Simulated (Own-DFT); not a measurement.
# Strain and stress in wurtzite GaN, 96 atoms (Ga48N48)

These are calculations, not measurements. The program, named Own-DFT, is a retired in-house plane-wave density functional code that no person has reviewed. Each row is one single-point run on a periodic cell that was not relaxed, without spin or spin-orbit coupling.

Settings of every run: PBE; PseudoDojo norm-conserving scalar-relativistic files (stringent for Ga); cutoff 96 hartree; 3 x 4 x 3 k mesh centred on Gamma; Gaussian smearing of 0.01 eV.

Known limits: forces on such cells passed a denser k mesh, each cell not checked; stress not checked against mesh or cutoff.

Unstrained cell vectors in Å: (12.756, 0.000, 0.000); (-4.784, 8.285, 0.000); (0.000, 0.000, 10.370). The unstrained cell has measured lattice constants (interpolated for alloys), not those of this functional. That, the random moves and any unrelaxed bonds set the pressure at no strain. Each run strains this cell uniformly, with the atoms carried along. Every atom was also moved at random, by a Gaussian of width 0.05 Å on each axis. Strain is the symmetric tensor, in per cent. Stress is positive in tension, and the pressure is minus a third of its trace.

| run | e_xx (%) | e_yy (%) | e_zz (%) | s_xx (GPa) | s_yy (GPa) | s_zz (GPa) | P (GPa) | E (meV/atom) |
|---|---|---|---|---|---|---|---|---|
| 1 | 0.00 | 0.00 | -0.50 | -8.51 | -6.25 | -9.10 | 7.95 | 11.6 |
| 2 | 0.00 | 0.00 | 0.75 | -5.99 | -7.23 | -4.19 | 5.80 | 10.8 |
| 3 | 0.00 | 0.00 | 1.75 | -5.70 | -5.33 | -0.44 | 3.82 | 8.2 |
| 4 | 0.00 | 0.00 | 0.75 | -6.58 | -5.65 | -4.09 | 5.44 | 6.3 |
| 5 | 0.00 | 0.00 | 2.75 | -4.65 | -4.83 | 3.59 | 1.96 | 0.0 |
| 6 | 0.00 | 0.00 | -0.25 | -7.87 | -6.32 | -8.37 | 7.52 | 14.7 |
| 7 | 0.00 | 0.00 | 1.75 | -5.46 | -6.58 | 0.48 | 3.85 | 5.7 |
| 8 | 0.00 | 0.00 | -0.50 | -7.32 | -6.96 | -10.26 | 8.18 | 13.5 |
| 9 | 0.00 | 0.00 | -1.25 | -8.94 | -7.61 | -13.51 | 10.02 | 27.9 |
| 10 | 0.00 | 0.00 | -0.25 | -6.54 | -4.35 | -11.04 | 7.31 | 0.1 |
| 11 | 0.00 | 0.00 | -1.25 | -7.01 | -7.23 | -15.51 | 9.92 | 27.3 |
| 12 | 0.00 | 0.00 | 1.50 | ? | ? | ? | ? | ? |

E is the free energy for each atom above the lowest run shown.

## Worked fit

The change of volume is close to e_xx + e_yy + e_zz. A straight line through the runs shown gives P = 7.19 - 196 x (fractional change of volume) GPa, with an error of 6 on the slope and a scatter of 0.25 GPa. The strain isn't the same on all axes and the cell isn't cubic, so the slope belongs to this path and is not the bulk modulus.

## Withheld run

Question: what pressure should run 12 give? Its volume changes by 1.50 %.

The line gives 4.3 GPa. The calculation gave 4.03 GPa.
